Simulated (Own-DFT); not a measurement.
# Strain and stress in 4H SiC, 72 atoms (C36Si36)

These are calculations, not measurements. They come from Own-DFT, an in-house plane-wave density functional program, since retired, whose code no person has reviewed. Each row is one single-point run on a periodic cell that was not relaxed, without spin or spin-orbit coupling.

Settings of every run: PBE; PseudoDojo norm-conserving scalar-relativistic files; cutoff 42 hartree; 4 x 4 x 3 k mesh centred on Gamma; Fermi-Dirac smearing of 0.1 eV.

Known limits: forces on such cells passed a denser k mesh, each cell not checked; stress not checked against mesh or cutoff.

Unstrained cell vectors in Å: (9.248, 0.000, 0.000); (-4.624, 8.009, 0.000); (0.000, 0.000, 10.068). The unstrained cell has measured lattice constants (interpolated for alloys), not those of this functional. That, the random moves and any unrelaxed bonds set the pressure at no strain. Each run strains this cell uniformly, with the atoms carried along. Every atom was also moved at random, by a Gaussian of width 0.05 Å on each axis. Strain is the symmetric tensor, in per cent. Stress is positive in tension, and the pressure is minus a third of its trace.

```
run  e_xx (%)  e_yy (%)  e_zz (%)  e_yz (%)  e_xz (%)  e_xy (%)  s_xx (GPa)  s_yy (GPa)  s_zz (GPa)  s_yz (GPa)  s_xz (GPa)  s_xy (GPa)  P (GPa)  E (meV/atom)
  1      0.94     -0.13     -0.11     -1.97      1.43      1.22       -0.49       -3.86       -6.60       -5.65        3.95        5.78     3.65          19.3
  2      1.28     -0.87     -1.56      0.22     -0.32     -0.93       -0.28       -6.48      -19.09       -0.16       -1.08       -4.20     8.62          33.5
  3     -0.92      0.82     -0.53     -1.29      1.83      0.84       -9.65       -0.86      -10.90       -3.28        4.93        3.96     7.14          43.0
  4     -1.89     -0.67      0.38     -0.23     -1.63      0.14      -15.74       -9.61       -6.86       -1.12       -4.87       -0.57    10.74          45.4
  5     -1.20     -1.66      0.96     -1.90      1.92     -0.26      -11.71      -14.25       -2.43       -6.47        6.69       -0.11     9.47          22.0
  6      0.85      0.43     -0.32     -1.45     -0.62      0.65        0.30       -2.70       -9.09       -5.37       -2.49        3.93     3.83          31.6
  7     -0.06      0.08      1.26      1.33      1.22     -0.76       -5.25       -3.67        2.77        3.93        3.88       -2.50     2.05           4.2
  8     -1.00     -0.62      0.06      0.48     -0.76     -0.86      -12.17       -8.36       -6.24        2.04       -2.50       -4.37     8.93          22.1
  9      1.33     -1.39      0.88     -1.67      1.59      1.10       -0.17       -8.96       -1.39       -5.08        4.86        5.18     3.51          28.8
 10     -0.96      0.89     -0.58      1.14     -1.74      0.75      -10.00       -0.62      -10.54        3.57       -5.96        2.59     7.05          30.6
 11      1.73     -0.11     -0.84      1.46     -1.25      0.67        3.35       -3.41      -10.41        5.18       -4.59        2.99     3.49          14.1
 12      1.05      1.19      0.20      0.67     -0.89      0.86        2.48        3.44       -6.19        2.47       -2.67        2.57     0.09          24.1
 13     -0.42      1.46      1.82      0.32      0.08     -1.01       -3.21        2.42        4.77        0.74        0.53       -4.48    -1.33           0.0
 14     -1.35     -1.83     -1.71     -0.38     -0.25      0.38      -15.72      -17.45      -20.39       -3.20       -0.80        1.80    17.86          60.7
 15      1.28      0.77     -0.95     -1.08      0.45     -1.11        1.22        0.65      -10.75       -4.23        1.46       -4.32     2.96          17.1
 16     -1.72      0.46     -1.34      1.74      1.40      1.21      -14.00       -6.50      -14.78        6.90        4.41        4.34    11.76          51.3
 17      1.30     -0.55     -1.49     -1.61     -1.41      0.17           ?           ?           ?           ?           ?           ?        ?             ?
```

E is the free energy for each atom above the lowest run shown.

## Worked fit

Each stress component was fitted by least squares to a constant and the strains of the runs shown, as fractions, with shears doubled. Shear strains stay in the fit of a normal stress only where such slopes are resolved. The slopes, in GPa:

```
stress,at no strain,per e_xx,per e_yy,per e_zz,scatter
s_xx,-5.1,520 ± 16,131 ± 19,74 ± 19,0.75
s_yy,-4.5,143 ± 19,500 ± 24,49 ± 24,0.93
s_zz,-7.0,46 ± 27,65 ± 33,650 ± 32,1.28
```

Each shear stress against twice its own strain: yz 172 ± 9, xz 158 ± 4, xy 208 ± 10 GPa. These are stiffnesses along x, y and z of the frame in which the cell vectors are given, which need not be the crystal's axes. The atoms are held to the strained lattice; where symmetry lets them move under strain, relaxing them would lower some slopes. The table should be nearly symmetric about its diagonal, and what it lacks of that shows the noise. A ninth of its sum, 242 ± 4 GPa, estimates the bulk modulus near the mean pressure of these runs, 6.2 GPa, so it lies above the value at zero pressure.

## Withheld run

Question: what normal stresses and pressure should run 17 give?

The fit gives s_xx = -0.2, s_yy = -6.1, s_zz = -16.4 and P = 7.6 GPa. The calculation gave 0.63, -6.10, -16.23 and P = 7.23 GPa.
